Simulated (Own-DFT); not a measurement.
# A layer strained by its substrate: wurtzite AlGaN with randomly placed atoms, 128 atoms (Al48Ga16N64)

No measurement is shown. These are fixed-geometry runs of a retired plane-wave code named Own-DFT, which no person has reviewed; spin and spin-orbit coupling are neglected.

All runs used: PBE; PseudoDojo norm-conserving scalar-relativistic files (stringent for Ga); cutoff 96 hartree; 3 x 3 x 3 k mesh centred on Gamma; Gaussian smearing of 0.01 eV.

Known weak points: k mesh not checked against a denser one; stress not checked against mesh or cutoff.

Unstrained cell vectors in Å: (12.525, 0.000, 0.000); (-6.263, 10.847, 0.000); (0.000, 0.000, 10.066). The unstrained cell has measured lattice constants (interpolated for alloys), not those of this functional. That, the random moves and any unrelaxed bonds set the pressure at no strain. Each run strains x and y alike by e, as a substrate would, and holds the height along z. Each atom got a random Gaussian move of width 0.05 Å along each axis. The random placing of the alloy's atoms differs from row to row. Stress is positive in tension.

| e (%) | u (Å) | (s_xx + s_yy)/2 (GPa) | s_zz (GPa) |
|---|---|---|---|
| -2.75 | 0.050 | -25.14 | -9.89 |
| -2.25 | 0.052 | ? | ? |
| -1.75 | 0.051 | -17.07 | -8.73 |
| -1.25 | 0.048 | -14.32 | -7.57 |
| -0.75 | 0.050 | -10.96 | -8.17 |
| 0.25 | 0.049 | -4.88 | -6.74 |
| 0.50 | 0.052 | -3.96 | -5.83 |
| 1.25 | 0.048 | 0.85 | -5.71 |
| 1.50 | 0.052 | 0.99 | -4.31 |
| 2.50 | 0.050 | 6.69 | -3.95 |

## Worked fit

With e as a fraction, the in-plane stress is -6.5 + 587 e - 2916 e² GPa (errors 10 and 638, scatter 0.47), and s_zz is -6.7 + 115 e GPa (slope ± 10, scatter 0.47). At e = 0 the first slope is C11 + C12 and the second 2 C13, both with the ions held to the strained lattice and at the cell's own pressure. The term in e² is negative: the layer stiffens under compression and softens under tension. A free layer would change its height as e changes, and the in-plane slope would drop by 2 C13²/C33 to the biaxial modulus. At fixed height, a misfit of 1 % moves the in-plane stress by about 5.9 GPa and s_zz by 1.2 GPa.

## Test on the hidden row

Asked: what are the two stresses at e = -2.25 %?

The fitted form gives -21.1 and -9.3 GPa. The hidden result is -22.15 and -9.67 GPa.
